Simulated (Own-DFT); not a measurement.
Simulation results for GaP (zincblende, atoms displaced)

All values are calculated (Own-DFT development build). A calculation, not a measurement: plane-wave PBE density functional theory by an unreviewed code, no spin, of a simulated periodic cell, stress positive in tension, free energy of the whole cell less one offset for each atom, forces on such cells passed a denser k mesh, this cell's mesh not checked; offsets are fitted by least squares, one for each functional and potential file, so energies compare only between cells with the same atoms and settings and are not formation energies; the far tail of each file's local potential was reset to the Coulomb form; each entry is a single point on an unrelaxed cell, so the pressure reflects the starting lattice, mostly measured values (interpolated for alloys), from which strain is counted, and rises with the displacements; printed positions are rounded, which can move forces by about a meV/angstrom; the program, named Own-DFT, is a retired in-house code; no spin-orbit coupling.

Settings shared by all entries: functional PBE; potential files PseudoDojo norm-conserving, scalar-relativistic, standard set; wave cutoff 42 hartree; occupations Fermi-Dirac; smearing width 0.1 eV; k mesh 2 x 3 x 3 centred on Gamma.

(1) GaP (zincblende, atoms displaced)

```
GaP
1.0
     16.3515     0.0000     0.0000
      0.0000    10.9010     0.0000
      0.0000     0.0000    10.9010
Ga P Ga P Ga P Ga P Ga P Ga P Ga P Ga P Ga P Ga P Ga P Ga P
4 4 4 4 4 4 4 4 4 4 4 4 4 4 4 4 4 4 4 4 4 4 4 4
Direct
  0.00239 0.00048 0.00136
  0.99994 0.24906 0.24976
  0.16768 0.99919 0.25222
  0.16686 0.25199 0.99778
  0.08518 0.12509 0.12436
  0.08284 0.37333 0.37265
  0.24751 0.12978 0.37364
  0.24939 0.37530 0.12085
  0.99974 0.99455 0.49845
  0.99870 0.24824 0.74821
  0.16792 0.99939 0.75211
  0.16883 0.24823 0.49960
  0.08112 0.12170 0.62554
  0.08064 0.37672 0.87548
  0.24867 0.12410 0.87297
  0.25071 0.37627 0.62586
  0.99864 0.49643 0.00053
  0.00032 0.75069 0.24609
  0.16693 0.50065 0.24784
  0.16592 0.75079 0.99805
  0.08531 0.62519 0.12649
  0.08438 0.87408 0.37171
  0.24911 0.62749 0.37368
  0.24987 0.87386 0.12402
  0.99987 0.50092 0.50010
  0.00037 0.74267 0.74853
  0.16370 0.49931 0.74982
  0.16531 0.75168 0.49702
  0.08184 0.61987 0.62022
  0.08315 0.86976 0.87464
  0.25142 0.62283 0.87648
  0.25226 0.87550 0.62321
  0.33272 0.00243 0.99928
  0.33481 0.25238 0.25200
  0.50080 0.00229 0.25155
  0.50069 0.24990 0.00096
  0.41722 0.12346 0.12728
  0.41575 0.37784 0.37747
  0.58442 0.12652 0.37572
  0.58120 0.37521 0.12709
  0.33240 0.99719 0.50132
  0.33244 0.24982 0.75226
  0.49922 0.00441 0.75143
  0.50049 0.24893 0.50199
  0.41719 0.12413 0.62623
  0.41637 0.37330 0.87408
  0.58311 0.12591 0.87458
  0.58383 0.37286 0.62513
  0.33535 0.49673 0.00075
  0.33318 0.74871 0.25189
  0.50057 0.50123 0.24852
  0.49853 0.75124 0.00206
  0.41893 0.62516 0.12477
  0.41562 0.87736 0.37183
  0.58392 0.62620 0.37728
  0.58499 0.87353 0.12379
  0.33363 0.49752 0.49673
  0.33312 0.75192 0.75366
  0.50139 0.49944 0.74971
  0.49873 0.75204 0.50130
  0.41772 0.62289 0.62750
  0.41729 0.87908 0.87497
  0.58559 0.62397 0.87497
  0.58424 0.87382 0.62403
  0.66630 0.00089 0.00223
  0.66547 0.25372 0.24722
  0.83576 0.00134 0.25099
  0.83499 0.25100 0.99838
  0.75022 0.12464 0.12689
  0.75002 0.37433 0.37662
  0.91596 0.12521 0.37259
  0.91604 0.37273 0.12697
  0.66825 0.00076 0.50163
  0.66292 0.24927 0.74645
  0.83101 0.00096 0.75252
  0.83175 0.25001 0.49734
  0.74979 0.12545 0.62510
  0.74841 0.37541 0.87223
  0.91617 0.12719 0.87295
  0.91859 0.37545 0.62590
  0.66366 0.49570 0.00150
  0.66647 0.75011 0.25049
  0.83296 0.49943 0.24930
  0.83238 0.75245 0.00114
  0.75165 0.62670 0.12484
  0.75119 0.87861 0.37500
  0.91738 0.62514 0.37416
  0.91565 0.87692 0.12237
  0.66750 0.50388 0.50021
  0.66640 0.75158 0.75178
  0.83277 0.49724 0.75300
  0.83298 0.74962 0.50272
  0.75164 0.62370 0.62460
  0.74972 0.87606 0.87489
  0.91761 0.62665 0.87198
  0.91806 0.87753 0.62508
```

```
free energy of cell above offsets : -53.477 eV
pressure                          : 2.73 GPa
stress xx                         : -2.73 GPa
stress yy                         : -2.72 GPa
stress zz                         : -2.74 GPa
stress yz                         : 0.17 GPa
stress xz                         : 0.03 GPa
stress xy                         : -0.2 GPa
```

Force:
| element | x (eV/Å) | y (eV/Å) | z (eV/Å) |
| --- | --- | --- | --- |
| Ga | -0.244 | 0.033 | -0.394 |
| Ga | 0.131 | -0.122 | -0.089 |
| Ga | 0.07 | 0.13 | -0.402 |
| Ga | -0.208 | -0.134 | -0.099 |
| P | -0.032 | 0.039 | 0.114 |
| P | 0.226 | 0.19 | 0.31 |
| P | 0.823 | -0.704 | 0.079 |
| P | 0.293 | -0.078 | 0.523 |
| Ga | 0.069 | 0.512 | -0.214 |
| Ga | 0.25 | 0.112 | 0.054 |
| Ga | -0.43 | -0.325 | -0.409 |
| Ga | -0.718 | 0.344 | 0.449 |
| P | 0.501 | 0.104 | -0.186 |
| P | 0.244 | -0.471 | -0.221 |
| P | 0.172 | 0.268 | 0.351 |
| P | -0.201 | -0.144 | -0.03 |
| Ga | -0.025 | 0.609 | 0.251 |
| Ga | -0.162 | -0.105 | 0.109 |
| Ga | 0.038 | -0.22 | 0.223 |
| Ga | 0.309 | -0.339 | 0.212 |
| P | -0.469 | -0.092 | -0.521 |
| P | -0.35 | 0.088 | 0.094 |
| P | 0.115 | -0.466 | 0.208 |
| P | 0.128 | 0.129 | 0.071 |
| Ga | -0.23 | -0.489 | -0.568 |
| Ga | 0.113 | 0.644 | -0.363 |
| Ga | 0.417 | 0.088 | 0.055 |
| Ga | 0.168 | -0.174 | 0.408 |
| P | 0.595 | 0.709 | 0.313 |
| P | -0.106 | 0.42 | -0.284 |
| P | -0.291 | 0.087 | -0.125 |
| P | -0.665 | -0.376 | 0.361 |
| Ga | -0.023 | -0.149 | 0.203 |
| Ga | -0.247 | -0.027 | -0.302 |
| Ga | 0.276 | -0.272 | -0.136 |
| Ga | -0.314 | -0.123 | -0.079 |
| P | -0.113 | 0.346 | -0.198 |
| P | 0.633 | -0.397 | -0.403 |
| P | -0.018 | -0.001 | -0.015 |
| P | 0.074 | -0.059 | -0.207 |
| Ga | 0.168 | 0.702 | -0.473 |
| Ga | 0.072 | -0.066 | -0.352 |
| Ga | 0.361 | -0.494 | -0.249 |
| Ga | -0.146 | 0.061 | -0.195 |
| P | -0.398 | 0.185 | -0.202 |
| P | 0.335 | 0.062 | 0.127 |
| P | 0.118 | -0.05 | 0.294 |
| P | -0.161 | 0.58 | -0.367 |
| Ga | -0.025 | 0.298 | -0.069 |
| Ga | 0.075 | 0.118 | -0.431 |
| Ga | -0.063 | 0.125 | 0.549 |
| Ga | 0.4 | -0.001 | -0.476 |
| P | -0.541 | -0.064 | 0.108 |
| P | 0.193 | -0.198 | 0.348 |
| P | -0.249 | 0.023 | -0.251 |
| P | -0.413 | 0.222 | 0.284 |
| Ga | -0.315 | 0.706 | 0.546 |
| Ga | 0.178 | -0.273 | -0.237 |
| Ga | 0.026 | -0.075 | 0.135 |
| Ga | -0.099 | -0.112 | -0.095 |
| P | -0.347 | 0.264 | -0.253 |
| P | -0.076 | -0.241 | 0.157 |
| P | -0.552 | 0.171 | 0.207 |
| P | -0.235 | 0.413 | 0.273 |
| Ga | 0.148 | 0.075 | -0.205 |
| Ga | 0.314 | -0.356 | 0.357 |
| Ga | -0.368 | -0.133 | -0.193 |
| Ga | -0.498 | -0.067 | 0.05 |
| P | 0.061 | 0.262 | -0.24 |
| P | -0.285 | 0.339 | -0.359 |
| P | 0.383 | -0.008 | 0.481 |
| P | 0.021 | 0.187 | -0.164 |
| Ga | -0.162 | -0.074 | -0.164 |
| Ga | 0.641 | -0.091 | 0.32 |
| Ga | 0.406 | 0.013 | -0.298 |
| Ga | 0.45 | -0.016 | 0.416 |
| P | 0.015 | 0.121 | 0.086 |
| P | -0.153 | -0.413 | 0.404 |
| P | 0.181 | -0.451 | 0.33 |
| P | -0.567 | -0.111 | -0.291 |
| Ga | 0.615 | 0.426 | -0.029 |
| Ga | 0.32 | 0.073 | 0.138 |
| Ga | 0.068 | 0.084 | 0.204 |
| Ga | 0.229 | -0.205 | -0.404 |
| P | -0.491 | -0.407 | -0.046 |
| P | -0.057 | -0.415 | 0.006 |
| P | -0.128 | 0.15 | -0.013 |
| P | 0.305 | -0.009 | 0.192 |
| Ga | -0.032 | -0.419 | 0.092 |
| Ga | 0.231 | -0.255 | -0.307 |
| Ga | 0.243 | 0.25 | -0.34 |
| Ga | 0.24 | 0.233 | -0.323 |
| P | -0.214 | 0.175 | 0.446 |
| P | -0.154 | -0.007 | 0.207 |
| P | -0.487 | -0.387 | 0.724 |
| P | -0.381 | -0.506 | 0.4 |

(2) GaP (zincblende, atoms displaced)

```
GaP
1.0
     16.3515     0.0000     0.0000
      0.0000    10.9010     0.0000
      0.0000     0.0000    10.9010
Ga P Ga P Ga P Ga P Ga P Ga P Ga P Ga P Ga P Ga P Ga P Ga P
4 4 4 4 4 4 4 4 4 4 4 4 4 4 4 4 4 4 4 4 4 4 4 4
Direct
  0.00056 0.00117 0.00082
  0.99766 0.25656 0.24873
  0.16699 0.00063 0.25040
  0.16734 0.24880 0.00115
  0.08352 0.12291 0.12270
  0.08235 0.37274 0.37637
  0.25053 0.12425 0.37142
  0.24980 0.37808 0.12755
  0.99886 0.00155 0.50052
  0.00088 0.24934 0.74832
  0.16604 0.99420 0.75116
  0.16684 0.25228 0.49923
  0.08297 0.12170 0.62527
  0.08306 0.37706 0.87464
  0.24990 0.12605 0.87816
  0.24808 0.37533 0.62220
  0.99916 0.50232 0.99851
  0.99963 0.75110 0.24878
  0.16398 0.50086 0.25075
  0.16950 0.75092 0.99928
  0.08194 0.62180 0.12370
  0.08569 0.87356 0.37436
  0.25048 0.62835 0.37708
  0.25011 0.87117 0.12415
  0.99777 0.50403 0.49834
  0.99857 0.75263 0.74994
  0.16706 0.50001 0.74936
  0.16784 0.74851 0.50110
  0.08394 0.62442 0.62742
  0.08256 0.87091 0.87442
  0.25194 0.62464 0.87048
  0.25121 0.87838 0.62356
  0.33291 0.99828 0.00125
  0.33296 0.24758 0.25024
  0.50239 0.99795 0.25155
  0.50096 0.24981 0.99928
  0.41520 0.12537 0.12549
  0.41770 0.37623 0.37677
  0.58411 0.12463 0.37724
  0.58264 0.37445 0.12336
  0.33413 0.00017 0.50089
  0.33230 0.24889 0.74774
  0.49840 0.99864 0.75195
  0.50093 0.24760 0.49806
  0.41841 0.12582 0.62344
  0.41644 0.37756 0.87241
  0.58350 0.12534 0.87578
  0.58479 0.37493 0.62298
  0.33341 0.50096 0.00153
  0.33429 0.75000 0.25195
  0.50101 0.49875 0.24858
  0.50026 0.75092 0.00280
  0.41761 0.62492 0.12386
  0.41766 0.87319 0.37681
  0.58450 0.62607 0.37153
  0.58237 0.87776 0.12323
  0.33131 0.50003 0.50048
  0.33394 0.74710 0.75242
  0.50098 0.49923 0.75159
  0.50036 0.75252 0.50098
  0.41851 0.62796 0.62156
  0.41878 0.87342 0.87486
  0.58372 0.62656 0.87298
  0.58416 0.87379 0.62484
  0.66647 0.99907 0.00190
  0.66843 0.25057 0.24829
  0.83437 0.00023 0.24872
  0.83286 0.24844 0.00066
  0.74756 0.12423 0.12161
  0.75238 0.37532 0.37509
  0.91752 0.12725 0.37606
  0.91782 0.37594 0.12449
  0.66785 0.00118 0.50033
  0.66478 0.25028 0.75118
  0.83242 0.99885 0.74790
  0.83153 0.25150 0.50150
  0.75056 0.12391 0.62417
  0.74927 0.37341 0.87550
  0.91746 0.12492 0.87674
  0.91669 0.37161 0.62216
  0.66757 0.50031 0.99747
  0.66577 0.74483 0.24908
  0.83474 0.49766 0.25057
  0.83327 0.74919 0.99956
  0.75009 0.62157 0.12381
  0.74928 0.87582 0.37386
  0.91756 0.62535 0.37390
  0.91545 0.87490 0.12325
  0.66796 0.49733 0.50096
  0.66714 0.75100 0.75031
  0.83347 0.50158 0.75062
  0.83326 0.75014 0.50183
  0.75194 0.62639 0.62404
  0.75096 0.87544 0.87577
  0.91462 0.62311 0.87587
  0.91757 0.87434 0.62595
```

```
free energy of cell above offsets : -53.562 eV
pressure                          : 2.72 GPa
stress xx                         : -2.73 GPa
stress yy                         : -2.7 GPa
stress zz                         : -2.73 GPa
stress yz                         : 0.15 GPa
stress xz                         : -0.02 GPa
stress xy                         : -0.26 GPa
```

Force:
| element | x (eV/Å) | y (eV/Å) | z (eV/Å) |
| --- | --- | --- | --- |
| Ga | -0.048 | -0.336 | -0.22 |
| Ga | 0.527 | -0.836 | 0.091 |
| Ga | -0.047 | -0.222 | -0.281 |
| Ga | -0.146 | 0.429 | 0.035 |
| P | -0.109 | 0.453 | 0.55 |
| P | -0.053 | 0.503 | -0.062 |
| P | -0.084 | 0.049 | 0.603 |
| P | -0.027 | -0.26 | -0.103 |
| Ga | 0.298 | -0.301 | -0.263 |
| Ga | -0.026 | 0.005 | 0.155 |
| Ga | 0.112 | 0.525 | 0.052 |
| Ga | -0.164 | -0.671 | -0.07 |
| P | 0.368 | 0.261 | 0.015 |
| P | 0.097 | -0.266 | 0.053 |
| P | 0.004 | -0.372 | -0.506 |
| P | 0.285 | -0.056 | 0.362 |
| Ga | 0.079 | -0.276 | -0.072 |
| Ga | 0.199 | 0.02 | -0.047 |
| Ga | 0.263 | 0.007 | 0.273 |
| Ga | -0.451 | -0.572 | -0.149 |
| P | 0.26 | 0.627 | -0.055 |
| P | -0.464 | 0.142 | 0.174 |
| P | -0.167 | -0.51 | -0.391 |
| P | 0.15 | 0.432 | 0.357 |
| Ga | 0.435 | -0.448 | 0.311 |
| Ga | 0.105 | -0.635 | 0.106 |
| Ga | -0.081 | -0.096 | 0.086 |
| Ga | -0.15 | 0.27 | 0.211 |
| P | -0.302 | 0.185 | -0.251 |
| P | 0.059 | 0.285 | 0.384 |
| P | -0.349 | -0.206 | 0.61 |
| P | 0.008 | -0.584 | 0.354 |
| Ga | 0.174 | -0.015 | -0.137 |
| Ga | 0.199 | 0.561 | 0.004 |
| Ga | -0.492 | 0.366 | 0.017 |
| Ga | -0.45 | 0.016 | -0.039 |
| P | 0.494 | -0.229 | -0.017 |
| P | -0.249 | -0.185 | -0.2 |
| P | 0.229 | 0.056 | -0.448 |
| P | 0.335 | 0.08 | 0.056 |
| Ga | 0.076 | 0.197 | -0.291 |
| Ga | 0.076 | 0.112 | 0.087 |
| Ga | 0.423 | 0.152 | -0.27 |
| Ga | -0.016 | 0.402 | 0.117 |
| P | -0.244 | -0.117 | 0.221 |
| P | -0.108 | -0.416 | 0.271 |
| P | -0.1 | -0.297 | -0.096 |
| P | -0.326 | -0.11 | 0.203 |
| Ga | -0.008 | -0.066 | -0.219 |
| Ga | 0.08 | -0.091 | -0.183 |
| Ga | -0.104 | 0.085 | 0.112 |
| Ga | 0.113 | -0.133 | -0.331 |
| P | -0.114 | 0.022 | 0.3 |
| P | -0.075 | 0.371 | -0.225 |
| P | -0.333 | -0.42 | 0.699 |
| P | 0.373 | -0.531 | 0.333 |
| Ga | 0.438 | 0.16 | -0.047 |
| Ga | 0.306 | 0.53 | -0.639 |
| Ga | -0.049 | 0.258 | -0.499 |
| Ga | 0.35 | -0.284 | -0.273 |
| P | -0.268 | -0.549 | 0.436 |
| P | -0.541 | 0.023 | 0.237 |
| P | 0.011 | -0.038 | 0.344 |
| P | -0.009 | 0.403 | 0.112 |
| Ga | -0.075 | -0.008 | -0.502 |
| Ga | -0.286 | 0.029 | 0.187 |
| Ga | -0.203 | 0.196 | 0.144 |
| Ga | 0.086 | 0.118 | -0.053 |
| P | 0.564 | 0.025 | 0.493 |
| P | -0.396 | -0.094 | -0.13 |
| P | -0.314 | -0.012 | -0.254 |
| P | -0.458 | 0.071 | -0.381 |
| Ga | -0.126 | -0.259 | 0.017 |
| Ga | 0.309 | -0.129 | -0.198 |
| Ga | 0.305 | 0.176 | 0.304 |
| Ga | 0.253 | -0.356 | -0.173 |
| P | -0.234 | 0.26 | 0.287 |
| P | 0.245 | 0.089 | -0.199 |
| P | -0.175 | -0.027 | -0.372 |
| P | 0.001 | 0.589 | 0.397 |
| Ga | -0.304 | -0.085 | 0.054 |
| Ga | 0.318 | 0.659 | -0.302 |
| Ga | -0.006 | 0.279 | -0.113 |
| Ga | -0.158 | -0.059 | 0.102 |
| P | 0.164 | 0.196 | 0.141 |
| P | 0.142 | -0.245 | -0.073 |
| P | -0.378 | 0.312 | -0.074 |
| P | 0.257 | 0.001 | 0.06 |
| Ga | 0.027 | 0.483 | -0.283 |
| Ga | 0.15 | -0.049 | -0.082 |
| Ga | -0.064 | -0.547 | -0.24 |
| Ga | 0.119 | 0.191 | -0.433 |
| P | -0.404 | -0.223 | 0.202 |
| P | -0.221 | -0.027 | -0.024 |
| P | 0.342 | 0.405 | -0.195 |
| P | -0.258 | 0.184 | -0.254 |
